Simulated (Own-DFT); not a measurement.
AlGa₃N₄ (wurtzite random alloy, strained, atoms displaced) (calculated)

Computed with Own-DFT development build. A calculation, not a measurement: plane-wave PBE density functional theory by an unreviewed code, no spin, of a simulated periodic cell, stress positive in tension, free energy of the whole cell less one offset for each atom, forces on such cells passed a denser k mesh, this cell's mesh not checked; offsets are fitted by least squares, one for each functional and potential file, so energies compare only between cells with the same atoms and settings and are not formation energies; the far tail of each file's local potential was reset to the Coulomb form; each entry is a single point on an unrelaxed cell, so the pressure reflects the starting lattice, mostly measured values, from which strain is counted, and rises with the displacements; printed positions are rounded, which can move forces by about a meV/angstrom; the program is a retired in-house code; no spin-orbit coupling.

Common to all runs: functional PBE; potential files PseudoDojo norm-conserving, scalar-relativistic, standard set; wave cutoff 42 hartree; occupations Fermi-Dirac; smearing width 0.1 eV; k mesh 4 x 4 x 3 centred on Gamma.

(1) AlGa₃N₄ (wurtzite random alloy, strained, atoms displaced)

```xyz
72
Lattice="9.3666 0.0000 0.0000 -4.6833 8.1117 0.0000 0.0000 0.0000 10.2685" Properties=species:S:1:pos:R:3 AlGa3N4
Ga    -0.0164     1.7329     0.0596
Ga     1.5787     0.8344     2.5534
N      0.0002     1.8095     1.9484
N      1.6929     0.8240     4.5287
Ga     0.0918     1.8344     5.1237
Ga     1.5644     0.9070     7.7020
N     -0.0531     1.8711     7.0914
N      1.5147     0.8902     9.5654
Ga    -1.4794     4.4349     0.0356
Ga     0.0362     3.5859     2.5443
N     -1.5394     4.5327     1.9256
N      0.0034     3.5930     4.4949
Ga    -1.5388     4.4988     5.0776
Ga     0.0798     3.5983     7.7666
N     -1.5663     4.5532     7.0404
N     -0.0203     3.5484     9.7015
Ga    -3.0516     7.1859    10.2659
Al    -1.5335     6.3190     2.6146
N     -3.1270     7.1807     1.9078
N     -1.6834     6.3197     4.5220
Ga    -3.0871     7.1512     5.1096
Ga    -1.5644     6.4034     7.7302
N     -3.0641     7.1785     7.0301
N     -1.6317     6.2974     9.6896
Ga     3.0776     1.8150    10.2641
Ga     4.6731     0.9364     2.6373
N      3.1012     1.7132     1.9410
N      4.5975     0.9720     4.5283
Ga     3.1630     1.7546     5.0875
Al     4.5924     0.9398     7.7313
N      3.1126     1.6982     6.9947
N      4.6724     0.9048     9.6171
Ga     1.6571     4.5440     0.1141
Ga     3.2634     3.6859     2.6433
N      1.5404     4.5740     1.9779
N      3.1489     3.5672     4.5139
Al     1.6262     4.5615     5.1288
Al     3.1236     3.5036     7.7191
N      1.6175     4.5044     7.0650
N      3.1265     3.6702     9.6499
Ga    -0.0351     7.2194    10.1338
Ga     1.5434     6.3457     2.6510
N      0.0364     7.2319     1.9849
N      1.5202     6.2333     4.5501
Ga    -0.0142     7.1852     5.1029
Ga     1.4757     6.3397     7.7305
N     -0.0376     7.1924     7.1286
N      1.5395     6.2802     9.6096
Al     6.2953     1.8220     0.0055
Ga     7.7622     0.8420     2.5993
N      6.2634     1.7735     1.9677
N      7.7842     0.9428     4.5865
Ga     6.3035     1.8518     5.1542
Ga     7.8168     0.8714     7.7066
N      6.3530     1.8127     7.0535
N      7.8409     0.8563     9.6444
Al     4.7513     4.4129    10.1971
Ga     6.2631     3.6542     2.5671
N      4.6606     4.5163     1.9385
N      6.2002     3.5754     4.6188
Ga     4.6892     4.4404     5.2341
Ga     6.2705     3.5691     7.6869
N      4.7088     4.4741     7.1656
N      6.2844     3.6579     9.5323
Al     3.0960     7.2482     0.0063
Al     4.7504     6.3496     2.5446
N      3.2035     7.1480     1.9940
N      4.6200     6.2677     4.4842
Al     3.0558     7.2110     5.1058
Ga     4.6418     6.2846     7.7415
N      3.1898     7.0977     7.0406
N      4.6893     6.2644     9.7164
```

It finds free energy of cell above offsets 8.987 eV; pressure 13.99 GPa; stress xx -17.05 GPa; stress yy -14.8 GPa; stress zz -10.11 GPa; stress yz 0.33 GPa; stress xz 1.34 GPa; stress xy 2.67 GPa.

Force:
```tsv
element	x (eV/Å)	y (eV/Å)	z (eV/Å)
Ga	0.581	0.594	-0.439
Ga	-0.574	0.671	0.885
N	-0.137	-1.129	0.522
N	-2.666	0.61	-1.099
Ga	-0.268	-1.083	0.609
Ga	-1.359	-0.746	-1.16
N	1.316	-1.413	-0.624
N	0.832	-0.065	1.37
Ga	-1.514	1.438	-0.466
Ga	-0.199	0.296	0.675
N	-0.066	0.656	1.125
N	1.61	1.08	-0.321
Ga	-0.358	-0.113	1.654
Ga	-1.377	1.239	-0.451
N	0.968	-0.118	0.467
N	2.197	0.076	-0.352
Ga	-2.782	0.865	0.393
Al	-0.128	0.257	-0.918
N	1.122	-0.76	0.87
N	4.215	-1.709	-2.624
Ga	-3.748	1.104	1.672
Ga	-0.803	-2.77	0.333
N	-2.145	0.892	0.526
N	2.571	-1.243	-1.168
Ga	0.078	-0.038	0.544
Ga	0.121	-0.542	-0.907
N	0.431	2.095	-0.51
N	4.576	-2.652	-0.533
Ga	-2.27	2.02	1.435
Al	2.301	-0.727	-0.808
N	0.693	2.153	1.542
N	0.898	1.461	-0.479
Ga	-1.569	-0.292	-0.854
Ga	-3.162	-1.899	-0.385
N	1.287	-0.828	0.579
N	-1.17	0.96	0.734
Al	-0.674	-2.758	0.949
Al	-0.006	1.31	-0.402
N	0.612	-0.521	-0.525
N	1.025	-1.446	-1.028
Ga	0.309	-0.506	2.268
Ga	0.656	-0.155	-1.018
N	-1.377	-0.265	-0.476
N	0.78	1.878	0.146
Ga	-0.949	0.784	0.988
Ga	2.13	-1.111	-0.731
N	0.847	2.573	-1.268
N	0.901	1.123	1.151
Al	-0.532	-0.148	-0.282
Ga	1.194	0.472	0.608
N	-0.374	1.077	-1.55
N	1.222	-2.045	-1.168
Ga	-1.378	-1.295	0.627
Ga	0.567	-0.795	-0.294
N	-2.934	-1.376	0.818
N	-1.86	0.155	0.476
Al	-0.659	1.809	0.904
Ga	-0.215	-0.68	0.839
N	2.493	1.315	-1.97
N	1.016	1.34	-2.456
Ga	-0.574	1.524	0.092
Ga	1.131	0.925	-0.915
N	-1.639	-1.05	-0.373
N	-0.204	-2.012	2.962
Al	0.685	-1.832	0.477
Al	-0.672	-1.388	0.803
N	-1.017	0.536	-1.37
N	-0.111	0.562	-0.463
Al	1.461	-0.136	0.706
Ga	2.089	-0.316	0.74
N	-2.484	1.972	-1.032
N	-0.96	0.141	-0.07
```

(2) AlGa₃N₄ (wurtzite random alloy, strained, atoms displaced)

```xyz
72
Lattice="9.3666 0.0000 0.0000 -4.6833 8.1117 0.0000 0.0000 0.0000 10.2685" Properties=species:S:1:pos:R:3 AlGa3N4
Ga     0.0925     1.8912     0.0320
Ga     1.5652     0.9187     2.6069
N      0.1169     1.8624     1.9000
N      1.6543     0.9143     4.4022
Ga     0.0638     1.8976     5.0795
Ga     1.4897     0.8822     7.6884
N      0.0046     1.8262     7.1775
N      1.5094     0.8614     9.6504
Ga    -1.6111     4.6310     0.0306
Al    -0.0848     3.5775     2.5963
N     -1.5853     4.5136     1.8084
N     -0.0822     3.6337     4.4886
Ga    -1.5104     4.5594     5.1589
Ga    -0.0521     3.6627     7.6650
N     -1.5836     4.4938     7.0200
N      0.0628     3.5797     9.6252
Ga    -3.1639     7.2202    10.1852
Ga    -1.5281     6.2799     2.5276
N     -3.0666     7.1168     1.9709
N     -1.6516     6.1964     4.5561
Ga    -3.1445     7.1309     5.1008
Ga    -1.6305     6.2486     7.6854
N     -3.0776     7.1643     7.0869
N     -1.5735     6.3562     9.6654
Ga     3.1960     1.7846    10.2331
Ga     4.6940     0.9148     2.4715
N      3.1058     1.8444     2.0005
N      4.6881     0.9934     4.5571
Ga     3.0864     1.8391     5.0937
Ga     4.7250     0.8883     7.7124
N      3.2143     1.8136     7.1067
N      4.6830     0.9215     9.6874
Ga     1.5729     4.5296    10.2021
Ga     3.0959     3.5806     2.6160
N      1.6738     4.5164     1.9342
N      3.1689     3.6170     4.4526
Ga     1.6102     4.5078     5.0705
Al     3.0854     3.5689     7.6711
N      1.5706     4.4548     7.0729
N      3.1860     3.5629     9.5937
Ga     0.0258     7.2463     0.0299
Ga     1.5043     6.2116     2.5594
N     -0.0492     7.1705     1.9630
N      1.5764     6.3126     4.4836
Ga     0.0357     7.2533     5.1252
Ga     1.5433     6.2747     7.6169
N      0.0136     7.3055     7.0327
N      1.5593     6.4443     9.6651
Al     6.2692     1.8182    10.1908
Ga     7.8540     0.8475     2.6088
N      6.1779     1.7766     1.9014
N      7.8897     0.8498     4.4456
Al     6.2530     1.8217     5.0505
Ga     7.8487     0.8896     7.6796
N      6.2738     1.7762     7.1569
N      7.8728     0.9490     9.6492
Ga     4.6940     4.5423     0.0259
Al     6.1955     3.6041     2.4919
N      4.7263     4.4857     1.9595
N      6.3028     3.5438     4.5007
Ga     4.6389     4.5153     5.0967
Al     6.2077     3.5540     7.7734
N      4.5889     4.5480     7.0751
N      6.3401     3.5851     9.6857
Al     3.1200     7.2050    10.2511
Al     4.7006     6.3606     2.5423
N      3.0169     7.2220     1.9099
N      4.7463     6.2773     4.4838
Al     3.1455     7.2436     5.0485
Ga     4.6364     6.3394     7.7147
N      3.0605     7.2191     7.1055
N      4.7067     6.3814     9.4616
```

Results for AlGa₃N₄ (wurtzite random alloy, strained, atoms displaced): free energy of cell above offsets 10.199 eV; pressure 14.83 GPa; stress xx -15.53 GPa; stress yy -18.4 GPa; stress zz -10.57 GPa; stress yz 0.42 GPa; stress xz -0.87 GPa; stress xy 0.55 GPa.

Force:
```tsv
element	x (eV/Å)	y (eV/Å)	z (eV/Å)
Ga	-1.28	-1.457	-0.525
Ga	0.683	-1.162	-2.425
N	-1.93	0.075	1.667
N	-1.892	-0.715	2.911
Ga	-0.182	-2.106	1.402
Ga	2.313	-0.103	0.579
N	0	0.505	-2.944
N	1.737	1.225	-0.557
Ga	1.704	-1.658	-2.02
Al	0.908	0.916	-1.368
N	0.457	-1.702	4.025
N	2.276	0.23	-1.488
Ga	-1.973	-2.401	0.394
Ga	0.628	-0.764	1.317
N	-1.367	-0.689	1.545
N	-1.088	2.446	-0.692
Ga	0.543	-0.041	1.811
Ga	-0.922	-0.81	1.677
N	-2.217	1.64	-0.989
N	2.251	3.453	-2.13
Ga	0.932	1.878	1.208
Ga	2.125	0.901	0.732
N	-1.897	1.241	-1.271
N	0.623	0.423	-1.291
Ga	-2.436	0.402	1.19
Ga	-1.054	-0.619	1.883
N	0.364	-1.18	-1.695
N	0.755	-1.095	-1.275
Ga	1.487	-0.377	1.711
Ga	-0.286	0.557	0.617
N	-2.181	0.365	-0.791
N	1.947	-0.184	-0.753
Ga	0.716	0.302	0.638
Ga	1.322	0.532	-1.466
N	-3.011	-1.378	-0.651
N	-1.288	-0.06	1.004
Ga	-0.729	0.021	0.933
Al	0.921	0.208	0.597
N	0.115	0.087	-0.893
N	-0.532	1.139	-0.576
Ga	-0.897	-0.133	0.059
Ga	0.348	1.75	0.081
N	1.296	0.76	-0.304
N	0.705	0.488	0.345
Ga	-1.23	0.121	-0.202
Ga	-0.632	0.659	1.232
N	-0.625	-2.816	0.26
N	0.9	-1.951	-1.126
Al	0.773	-0.85	1.159
Ga	-0.593	1.446	-2.418
N	2.483	1.503	-0.898
N	-0.935	1.04	1.996
Al	0.559	-0.566	1.474
Ga	-0.728	0.075	1.335
N	0.171	1.629	-1.951
N	-0.966	-0.935	0.647
Ga	0.132	-0.197	-0.631
Al	1.492	-0.842	1.076
N	-0.93	1.715	-0.043
N	-0.614	0.818	-1.308
Ga	2.166	-0.619	1.266
Al	-0.114	0.803	-1.068
N	1.13	-1.621	0.092
N	-1.724	0.177	-1.468
Al	0.598	1.504	-0.164
Al	-0.484	-1.078	-0.013
N	2.406	-1.13	-0.495
N	-2.948	0.944	-1.404
Al	0.204	-1.264	1.429
Ga	0.165	-0.447	-3.351
N	1.03	0.028	-2.765
N	-1.68	-1.058	5.117
```

(3) AlGa₃N₄ (wurtzite random alloy, strained, atoms displaced)

```xyz
72
Lattice="9.3666 0.0000 0.0000 -4.6833 8.1117 0.0000 0.0000 0.0000 10.2685" Properties=species:S:1:pos:R:3 AlGa3N4
Ga     0.0149     1.7347     0.0670
Ga     1.5775     0.8287     2.4936
N      0.1027     1.7351     1.9198
N      1.4938     0.8919     4.5000
Ga    -0.0167     1.7595     5.2967
Al     1.5573     0.9633     7.7722
N      0.0575     1.8079     7.0891
N      1.5409     0.9050     9.5937
Ga    -1.5499     4.5846    10.2046
Ga     0.0429     3.5923     2.5662
N     -1.5002     4.4429     1.9065
N      0.0001     3.5020     4.4789
Ga    -1.5550     4.5398     5.1104
Ga    -0.0678     3.6145     7.6954
N     -1.5792     4.4297     7.0475
N      0.0392     3.5707     9.6481
Al    -3.1167     7.2181     0.0883
Al    -1.4660     6.3826     2.5416
N     -3.1324     7.2445     1.9101
N     -1.5973     6.3081     4.4903
Ga    -3.2020     7.1731     5.1594
Ga    -1.6334     6.2681     7.7094
N     -3.1186     7.1292     7.0230
N     -1.5773     6.3211     9.7313
Ga     3.1186     1.7512    10.1193
Ga     4.6820     0.9028     2.4956
N      3.1171     1.8020     2.0391
N      4.6534     0.8646     4.5944
Ga     3.1098     1.7927     5.1827
Ga     4.6446     0.9698     7.7357
N      3.1398     1.7685     7.1182
N      4.7099     0.9228     9.6829
Ga     1.4639     4.5404     0.0810
Ga     3.0991     3.5692     2.5808
N      1.5668     4.4624     1.8825
N      3.1459     3.7113     4.5131
Al     1.4146     4.4896     5.0928
Al     3.1539     3.5585     7.6854
N      1.5752     4.4832     7.1006
N      3.1533     3.5183     9.6880
Ga     0.0186     7.2243     0.0181
Ga     1.6061     6.3265     2.5960
N      0.0804     7.2256     1.8841
N      1.5834     6.2743     4.5065
Ga     0.0386     7.2093     5.0567
Ga     1.4990     6.2880     7.7278
N      0.0196     7.1611     7.0934
N      1.5885     6.3310     9.6967
Ga     6.1924     1.8257    10.2312
Al     7.8023     0.8125     2.5899
N      6.2415     1.7915     1.9682
N      7.7969     0.8508     4.5082
Ga     6.2911     1.7869     5.1300
Ga     7.7972     0.9435     7.7466
N      6.2182     1.8494     7.0903
N      7.8103     0.8512     9.6763
Al     4.7180     4.4999    10.2604
Ga     6.2724     3.5942     2.5079
N      4.6706     4.5245     1.9940
N      6.2178     3.6325     4.5389
Al     4.7200     4.5306     5.1907
Al     6.2446     3.6080     7.7292
N      4.6529     4.5654     7.1017
N      6.1507     3.6368     9.6916
Ga     3.1443     7.2118    10.2457
Ga     4.6492     6.3277     2.5262
N      3.1297     7.1464     1.9102
N      4.7848     6.3857     4.4987
Ga     3.0660     7.1953     5.1111
Ga     4.7280     6.4090     7.7751
N      3.1379     7.1312     6.9980
N      4.7062     6.3024     9.6432
```

It finds free energy of cell above offsets 8.993 eV; pressure 14.13 GPa; stress xx -16.67 GPa; stress yy -15.33 GPa; stress zz -10.39 GPa; stress yz 0.54 GPa; stress xz -1.18 GPa; stress xy 0.31 GPa.

Force:
```tsv
element	x (eV/Å)	y (eV/Å)	z (eV/Å)
Ga	-0.493	1.231	-0.7
Ga	0.641	1.685	2.742
N	-3.082	0.32	0.851
N	0.962	0.102	0.303
Ga	0.186	-0.417	-3.362
Al	0.366	-1.476	-1.582
N	-0.377	-0.652	2.193
N	0.086	-2.063	0.264
Ga	0.036	-2.877	1.451
Ga	-0.383	-1.204	-0.043
N	-0.349	2.264	0.092
N	-0.332	1.16	0.64
Ga	-0.253	-0.967	-0.326
Ga	2.098	-0.004	0.873
N	-1.262	0.769	0.563
N	-1.599	-0.165	-0.514
Al	-0.4	-0.01	-1.605
Al	-1.423	-1.529	0.292
N	1.56	-2.623	-0.472
N	1.067	0.557	-1.497
Ga	3.207	2.329	0.104
Ga	1.615	0.279	0.114
N	0.354	2.82	1.496
N	-0.609	1.956	-1.353
Ga	-0.359	0.633	2.777
Ga	-0.132	0.446	1.826
N	0.156	-0.828	-2.121
N	0.794	1.182	-1.579
Ga	-0.735	0.578	-1.153
Ga	1.671	-2.306	-0.316
N	-2.057	1.027	0.162
N	-0.556	-1.328	-1.064
Ga	2.018	-0.661	-2.156
Ga	0.684	0.747	0.527
N	0.091	1.116	2.266
N	-0.914	-0.442	1.119
Al	2.747	-0.276	1.243
Al	-0.509	1.503	0.692
N	-0.146	-0.832	-1.239
N	0.114	2.603	-1.434
Ga	0.276	-0.088	-0.879
Ga	-0.428	-1.375	-0.434
N	-1.184	-0.641	1.374
N	-1.046	-1.158	-0.566
Ga	-1.14	-0.663	1.808
Ga	1.77	-0.376	0.207
N	-1.611	1.142	-0.383
N	-0.625	-0.445	-0.896
Ga	1.808	0.2	1.483
Al	0.582	1.316	-0.338
N	1.579	-0.887	-0.593
N	0.276	0.685	-1.128
Ga	-1.189	0.632	0.052
Ga	-0.128	-1.385	-0.668
N	0.585	0.212	0.475
N	-0.401	1.58	-0.595
Al	-2.496	0.496	1.142
Ga	-0.35	0.691	1.36
N	0.335	-0.427	-2.102
N	0.074	-0.303	-0.454
Al	-0.78	0.661	-0.534
Al	-1.187	0.576	-0.254
N	0.866	-1.508	-0.017
N	2.158	-0.18	-1.915
Ga	-0.015	-0.941	0.55
Ga	1.52	-0.819	1.6
N	-0.404	2.116	0.136
N	-4.353	-3.189	-1.362
Ga	1.987	-0.664	0.651
Ga	-1.387	-1.429	-0.971
N	-0.61	1.636	1.667
N	1.039	-0.109	1.505
```
